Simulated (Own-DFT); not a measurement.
# How HSE06 shifts the pressure of corundum Al2O3, 78 atoms (Al32O46), with two O vacancies

These are calculations. Each geometry was run twice at fixed positions with Own-DFT, a retired in-house plane-wave program that no person has reviewed: with PBE, and with HSE06 (exact exchange share 0.25 at short range, screening 0.11 per bohr, Gygi-Baldereschi treatment of its divergence). Both used PseudoDojo norm-conserving files made for PBE, a cutoff of 48 hartree, the Gamma point alone, fixed occupations, a neutral cell and no spin. With Gamma alone and a thickness of 7.9 Å, finite-size errors remain in every number. The oxygen file's force components were 24 meV/Å off all-electron values in a glass.

Unstrained cell vectors in Å: (5.494, 0.000, 8.660); (-2.747, 4.758, 8.660); (-2.747, -4.758, 8.660), volume V0 = 679.1 Å³, from measured lattice constants. Each geometry has its own random strain of a few per cent, its own defect sites and random moves of rms u per axis. HSE06 gave the energy alone. D is its energy less that of PBE, over the lowest D shown. The PBE stress wasn't checked against mesh or cutoff.

| run | V - V0 (Å³) | u (Å) | P with PBE (GPa) | D (eV) |
|---|---|---|---|---|
| 1 | -17.4 | 0.0299 | 14.47 | 0.203 |
| 2 | -0.7 | 0.0523 | 10.09 | 1.018 |
| 3 | 27.7 | 0.0463 | -1.56 | 2.173 |
| 4 | -5.7 | 0.0288 | 8.71 | 0.715 |
| 5 | 15.9 | 0.0487 | 3.07 | 1.630 |
| 6 | -4.3 | 0.0508 | 10.50 | 0.945 |
| 7 | 2.7 | 0.0325 | 6.53 | 1.007 |
| 8 | 1.4 | 0.0524 | 9.11 | 1.187 |
| 9 | -7.7 | 0.0502 | 11.47 | 0.750 |
| 10 | 24.7 | 0.0455 | -0.08 | 2.029 |
| 11 | -21.1 | 0.0289 | 15.94 | 0.051 |
| 12 | -23.1 | 0.0308 | 16.75 | 0.000 |
| 13 | -19.9 | 0.0307 | 15.78 | ? |

## Working it out

D = 0.83 + 0.0401 (V - V0) + 97 u² eV, with an error of 0.0008 on the volume slope, 16 on the last term and a scatter of 0.04 eV. Pressure is -dE/dV, and 1 eV/Å³ is 160.2 GPa, so HSE06 changes the pressure by -6.4 ± 0.1 GPa. With the ions held to the strained lattice, the PBE pressure falls by 256 ± 8 GPa per unit of volume strain; the shape of the strain isn't fitted, so the true error is larger, and a relaxed crystal would be softer. On that slope HSE06's volume at a given pressure is about 2.5 % smaller, or 0.8 % in lengths. At u = 0 and V0 the PBE pressure is 6.7 GPa, which puts the zero-pressure volume, against the measured cell and with the defects in, at +2.6 % for PBE and +0.1 % for HSE06, each good to a few tenths of a per cent.

## Prediction

The question: what D should run 13 give?

Estimate: 0.12 eV, with rows scattering by 0.04. The calculation gave 0.100 eV.
